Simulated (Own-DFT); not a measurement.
SiC (2H silicon carbide, atoms displaced) (calculated)

All values are calculated (Own-DFT development build). A calculation, not a measurement: plane-wave PBE density functional theory by an unreviewed code, no spin, of a simulated periodic cell, stress positive in tension, free energy of the whole cell less one offset for each atom, forces on such cells passed a denser k mesh, this cell's mesh not checked; offsets are fitted by least squares, one for each functional and potential file, so energies compare only between cells with the same atoms and settings and are not formation energies; the far tail of each file's local potential was reset to the Coulomb form; each entry is a single point on an unrelaxed cell, so the pressure reflects the starting lattice, mostly measured values (interpolated for alloys), from which strain is counted, and rises with the displacements; printed positions are rounded, which can move forces by about a meV/angstrom; the program, named Own-DFT, is a retired in-house code; no spin-orbit coupling.

Settings shared by all entries: functional PBE; potential files PseudoDojo norm-conserving, scalar-relativistic, standard set; wave cutoff 42 hartree; occupations Fermi-Dirac; smearing width 0.1 eV; hardware one NVIDIA H100; k mesh 4 x 4 x 3 centred on Gamma.

```json
{"entry": 1, "formula": "SiC", "kind": "2H silicon carbide, atoms displaced", "structure": {"cell_angstrom": [[9.2481, 0.0, 0.0], [-4.6241, 8.0091, 0.0], [0.0, 0.0, 10.0681]], "atoms_fractional": [["Si", 0.00683, 0.99999, 0.99553], ["Si", 0.11018, 0.22286, 0.25072], ["C", 0.99995, 0.99734, 0.18631], ["C", 0.11128, 0.22002, 0.43679], ["Si", 0.00089, 0.99948, 0.50383], ["Si", 0.11015, 0.22597, 0.74383], ["C", 0.99893, 0.99769, 0.68844], ["C", 0.11942, 0.22089, 0.94238], ["Si", 0.00026, 0.34221, 0.99827], ["Si", 0.11025, 0.5594, 0.24932], ["C", 0.99419, 0.33258, 0.18782], ["C", 0.11146, 0.55622, 0.4377], ["Si", 0.99541, 0.32712, 0.49766], ["Si", 0.1166, 0.55984, 0.75358], ["C", 0.00474, 0.33883, 0.69026], ["C", 0.10494, 0.56085, 0.93828], ["Si", 0.99854, 0.66665, 0.9994], ["Si", 0.11025, 0.89156, 0.2509], ["C", 0.00026, 0.66841, 0.18532], ["C", 0.11438, 0.88818, 0.44069], ["Si", 0.99911, 0.66165, 0.49819], ["Si", 0.11767, 0.89467, 0.74844], ["C", 0.99831, 0.66807, 0.6888], ["C", 0.116, 0.89292, 0.9371], ["Si", 0.33151, 0.00211, 0.00178], ["Si", 0.4376, 0.21748, 0.25157], ["C", 0.33386, 0.99789, 0.18356], ["C", 0.44421, 0.21758, 0.43729], ["Si", 0.33696, 0.99292, 0.50697], ["Si", 0.44593, 0.22452, 0.74927], ["C", 0.33772, 0.99742, 0.68613], ["C", 0.43944, 0.21047, 0.93958], ["Si", 0.33135, 0.33282, 0.00168], ["Si", 0.44606, 0.55622, 0.24767], ["C", 0.33393, 0.33208, 0.18654], ["C", 0.44151, 0.55689, 0.43961], ["Si", 0.33579, 0.33397, 0.50092], ["Si", 0.44693, 0.56134, 0.75081], ["C", 0.33625, 0.33208, 0.68724], ["C", 0.44184, 0.55437, 0.93493], ["Si", 0.33267, 0.67245, 0.00588], ["Si", 0.44057, 0.88918, 0.2495], ["C", 0.33113, 0.66466, 0.1886], ["C", 0.44542, 0.88788, 0.4398], ["Si", 0.33077, 0.66576, 0.50209], ["Si", 0.44187, 0.88924, 0.74925], ["C", 0.33014, 0.6584, 0.69054], ["C", 0.44701, 0.88826, 0.93549], ["Si", 0.66381, 0.00149, 0.9999], ["Si", 0.77766, 0.2188, 0.24559], ["C", 0.66584, 0.99879, 0.18708], ["C", 0.77689, 0.2196, 0.44196], ["Si", 0.668, 0.0002, 0.49573], ["Si", 0.78124, 0.22815, 0.75704], ["C", 0.66744, 0.00594, 0.69078], ["C", 0.78161, 0.22754, 0.93953], ["Si", 0.66588, 0.32833, 0.00603], ["Si", 0.77303, 0.55572, 0.24944], ["C", 0.67312, 0.33727, 0.1901], ["C", 0.77525, 0.55416, 0.44063], ["Si", 0.665, 0.33619, 0.50487], ["Si", 0.77685, 0.5529, 0.75486], ["C", 0.66509, 0.32453, 0.68638], ["C", 0.77461, 0.55647, 0.93068], ["Si", 0.66351, 0.66472, 0.99633], ["Si", 0.77997, 0.8879, 0.25209], ["C", 0.66835, 0.66774, 0.18305], ["C", 0.7756, 0.88739, 0.43512], ["Si", 0.662, 0.66012, 0.49611], ["Si", 0.77657, 0.88575, 0.75241], ["C", 0.66137, 0.65923, 0.68483], ["C", 0.77965, 0.89157, 0.94295]]}, "results": {"free_energy_of_cell_above_offsets [eV]": "-10.384", "pressure [GPa]": 3.84, "stress_xx [GPa]": -3.35, "stress_yy [GPa]": -1.93, "stress_zz [GPa]": -6.24, "stress_yz [GPa]": 0.42, "stress_xz [GPa]": -0.27, "stress_xy [GPa]": 0.26, "force_element": ["Si", "Si", "C", "C", "Si", "Si", "C", "C", "Si", "Si", "C", "C", "Si", "Si", "C", "C", "Si", "Si", "C", "C", "Si", "Si", "C", "C", "Si", "Si", "C", "C", "Si", "Si", "C", "C", "Si", "Si", "C", "C", "Si", "Si", "C", "C", "Si", "Si", "C", "C", "Si", "Si", "C", "C", "Si", "Si", "C", "C", "Si", "Si", "C", "C", "Si", "Si", "C", "C", "Si", "Si", "C", "C", "Si", "Si", "C", "C", "Si", "Si", "C", "C"], "force_x [eV/angstrom]": [-1.292, -0.11, -0.178, -0.025, 0.0, 1.179, -0.132, -2.457, 1.479, -0.058, 1.252, 0.031, 0.41, -1.363, -0.737, 1.907, -1.203, 0.57, -0.532, -0.231, -0.538, -0.425, 0.689, -0.018, 0.986, 1.307, -0.705, -0.313, -1.13, 0.39, -1.114, 0.124, 1.284, -0.141, -0.384, 0.363, -0.124, 0.405, -0.665, -0.378, 0.381, 0.913, 0.085, 0.09, 0.191, 1.557, -0.258, -1.075, 1.071, -0.576, -0.234, -0.575, -0.075, 0.401, 0.71, -0.25, -0.886, 1.098, -1.221, 0.283, 0.75, -0.148, -0.541, 0.361, 0.115, -0.329, -0.496, 0.667, -0.15, -0.579, 0.531, 0.061], "force_y [eV/angstrom]": [0.092, -0.289, 0.714, 0.19, -0.504, -0.641, 0.626, 0.649, -1.319, -0.89, 0.694, -0.716, 1.022, -0.297, -0.269, -0.164, 0.847, -0.46, 0.075, -0.168, 0.877, -0.996, -0.108, -1.049, -1.418, 0.552, 0.246, 0.176, 0.984, -0.885, 0.706, 2.73, 0.134, -0.196, 0.321, -0.543, -0.451, -1.602, 0.467, 0.248, -0.84, -0.162, 0.39, -0.411, -0.076, -0.502, 1.906, 0.264, -0.034, 0.332, -0.352, 0.548, -0.124, -0.92, -0.938, -0.62, 0.882, 0.141, -1.017, -0.003, -1.167, -0.087, 1.651, -0.624, 0.518, 0.2, -0.261, -0.26, 1.204, 0.198, 1.048, -0.27], "force_z [eV/angstrom]": [1.002, -0.719, 0.167, 0.566, -0.989, 1.556, 0.264, -1.526, 0.623, 0.186, -0.141, -0.16, 0.544, -0.678, -0.367, 0.205, -0.225, 0.099, 0.655, -0.21, 0.78, 0.083, -0.035, -0.348, -0.671, -0.305, 1.263, 0.632, -1.851, 0.491, 1.055, -0.398, -0.605, 0.442, 0.676, -0.873, -0.407, -0.252, 0.119, 1.126, -1.543, 0.334, 0.388, -0.49, -0.079, 0.222, -0.577, 0.677, -0.104, 1.507, 0.246, -1.301, 1.457, -1.501, -0.373, 0.431, -1.164, 0.203, 0.1, -0.902, -1.288, -2.588, 1.201, 2.867, 0.019, -1.213, 0.749, 0.885, 0.849, -0.314, 0.443, -0.914], "wall_time [s]": 355.6}}
{"entry": 2, "formula": "SiC", "kind": "2H silicon carbide, atoms displaced", "structure": {"cell_angstrom": [[9.2481, 0.0, 0.0], [-4.6241, 8.0091, 0.0], [0.0, 0.0, 10.0681]], "atoms_fractional": [["Si", 0.99884, 0.00348, 0.00179], ["Si", 0.11075, 0.2178, 0.25061], ["C", 0.9965, 0.99749, 0.18515], ["C", 0.11114, 0.22519, 0.44512], ["Si", 0.00031, 0.00167, 0.49777], ["Si", 0.11423, 0.2229, 0.75351], ["C", 0.0034, 0.00654, 0.68767], ["C", 0.10893, 0.21949, 0.93726], ["Si", 0.00301, 0.33372, 0.9969], ["Si", 0.10961, 0.55147, 0.25028], ["C", 0.00597, 0.34086, 0.18986], ["C", 0.10813, 0.55311, 0.43759], ["Si", 0.00446, 0.3369, 0.50039], ["Si", 0.1141, 0.55728, 0.75097], ["C", 0.00533, 0.33675, 0.68355], ["C", 0.11045, 0.55448, 0.93424], ["Si", 0.99283, 0.65898, 0.99893], ["Si", 0.11361, 0.89236, 0.24796], ["C", 0.0006, 0.66876, 0.18315], ["C", 0.10948, 0.88826, 0.43374], ["Si", 0.99614, 0.66203, 0.50646], ["Si", 0.11161, 0.88833, 0.74739], ["C", 0.00672, 0.66752, 0.69103], ["C", 0.11059, 0.88808, 0.93937], ["Si", 0.33607, 0.99938, 0.00241], ["Si", 0.44828, 0.22481, 0.2506], ["C", 0.34058, 0.00217, 0.19117], ["C", 0.4436, 0.22081, 0.43546], ["Si", 0.33839, 0.00131, 0.49924], ["Si", 0.44581, 0.22357, 0.74976], ["C", 0.33649, 0.00642, 0.68519], ["C", 0.44369, 0.21158, 0.93991], ["Si", 0.33159, 0.33027, 0.0022], ["Si", 0.44442, 0.55767, 0.2545], ["C", 0.33105, 0.33481, 0.18451], ["C", 0.44804, 0.55722, 0.43612], ["Si", 0.33472, 0.33019, 0.50192], ["Si", 0.45071, 0.55873, 0.74469], ["C", 0.3273, 0.33466, 0.68779], ["C", 0.44113, 0.55057, 0.93888], ["Si", 0.34019, 0.66703, 0.00532], ["Si", 0.44529, 0.88613, 0.25285], ["C", 0.33097, 0.66129, 0.18761], ["C", 0.44396, 0.88986, 0.43579], ["Si", 0.33401, 0.6712, 0.49593], ["Si", 0.43738, 0.87808, 0.74912], ["C", 0.33395, 0.66845, 0.68835], ["C", 0.4502, 0.89253, 0.93281], ["Si", 0.66806, 0.0002, 0.00287], ["Si", 0.77319, 0.22303, 0.24753], ["C", 0.66763, 0.99474, 0.18413], ["C", 0.77836, 0.22689, 0.4424], ["Si", 0.66992, 0.9931, 0.50162], ["Si", 0.77305, 0.22618, 0.75034], ["C", 0.66337, 0.99971, 0.68955], ["C", 0.77655, 0.22035, 0.93889], ["Si", 0.66738, 0.33546, 0.00157], ["Si", 0.76989, 0.55197, 0.24635], ["C", 0.6641, 0.33208, 0.19002], ["C", 0.7756, 0.55258, 0.43639], ["Si", 0.66478, 0.33948, 0.5027], ["Si", 0.77359, 0.55513, 0.74648], ["C", 0.66119, 0.33107, 0.68585], ["C", 0.78194, 0.55712, 0.93924], ["Si", 0.66854, 0.66798, 0.99889], ["Si", 0.77777, 0.88851, 0.25009], ["C", 0.66096, 0.66296, 0.1868], ["C", 0.78216, 0.8911, 0.43169], ["Si", 0.66843, 0.66697, 0.49869], ["Si", 0.77553, 0.88955, 0.74277], ["C", 0.66052, 0.65885, 0.68585], ["C", 0.77767, 0.88981, 0.93788]]}, "results": {"free_energy_of_cell_above_offsets [eV]": "-10.269", "pressure [GPa]": 3.84, "stress_xx [GPa]": -2.23, "stress_yy [GPa]": -2.96, "stress_zz [GPa]": -6.34, "stress_yz [GPa]": 0.07, "stress_xz [GPa]": 0.18, "stress_xy [GPa]": 0.03, "force_element": ["Si", "Si", "C", "C", "Si", "Si", "C", "C", "Si", "Si", "C", "C", "Si", "Si", "C", "C", "Si", "Si", "C", "C", "Si", "Si", "C", "C", "Si", "Si", "C", "C", "Si", "Si", "C", "C", "Si", "Si", "C", "C", "Si", "Si", "C", "C", "Si", "Si", "C", "C", "Si", "Si", "C", "C", "Si", "Si", "C", "C", "Si", "Si", "C", "C", "Si", "Si", "C", "C", "Si", "Si", "C", "C", "Si", "Si", "C", "C", "Si", "Si", "C", "C"], "force_x [eV/angstrom]": [0.661, -0.623, 0.354, 0.79, 0.748, -1.271, -0.187, 0.403, -0.563, -0.765, -0.478, 0.333, -0.916, 0.363, -0.906, 0.566, 1.712, 0.184, -0.214, 0.361, 0.41, -0.071, -1.68, -0.027, -0.176, -1.147, -0.604, 0.11, -1.23, -0.992, 0.21, -0.715, 0.411, -0.024, 0.733, -0.517, -0.707, -2.247, 1.951, 0.932, -1.224, -0.038, -0.05, 1.028, 0.005, 0.025, 0.418, -0.366, -0.142, 1.568, -0.781, 0.106, -1.433, 1.709, 0.137, 0.061, 0.066, 1.402, 0.128, -0.143, 0.79, 1.388, 0.175, -1.708, -0.473, 0.229, 0.334, -0.183, 0.019, 0.543, 1.125, 0.112], "force_y [eV/angstrom]": [-1.207, 0.903, 0.48, -0.473, 0.193, 0.215, -1.579, 0.508, 0.271, 1.5, -2.404, 0.954, -0.537, -0.866, -0.347, 0.282, 1.815, -0.816, -0.67, -0.111, 0.792, 0.978, -0.277, -0.009, -1.302, -0.398, -0.199, 0.487, -0.161, -0.324, -1.3, 2.273, -0.201, -0.835, -0.403, -0.187, 0.448, -1.211, 0.213, 0.493, 0.111, 0.016, 0.956, -0.063, -0.998, 2.638, -0.993, -1.06, -0.236, -0.18, 0.814, -0.883, 1.861, -0.578, -0.274, 0.712, -0.746, 1.02, 0.347, 0.878, -1.56, -0.157, 1.103, -0.887, -0.223, -0.517, 0.618, -0.703, -0.056, 0.258, 2.01, -0.215], "force_z [eV/angstrom]": [-1.043, 0.383, 0.845, -1.801, 0.441, -0.79, -0.414, 0.433, 0.563, -0.006, -0.848, 0.075, -0.108, -0.208, 1.63, 1.043, -0.049, -0.281, 1.129, 1.107, -1.755, 0.864, -0.425, -0.195, -0.261, -0.354, -0.365, 0.628, -0.221, 0.537, 0.256, -0.45, -0.953, -1.38, 1.484, 1.092, -0.407, 1.544, 0.258, -0.754, -1.682, -1.088, 1.01, 0.58, 0.634, 0.082, -1.092, 1.549, -1.583, 1.063, 1.417, -0.704, -0.315, -0.29, -0.551, 0.111, -0.329, 0.463, -0.808, 0.302, -1.037, 1.022, 0.66, -1.047, -0.025, -1.09, 0.219, 1.515, -0.662, 1.607, -0.6, -0.577], "wall_time [s]": 373.4}}
```
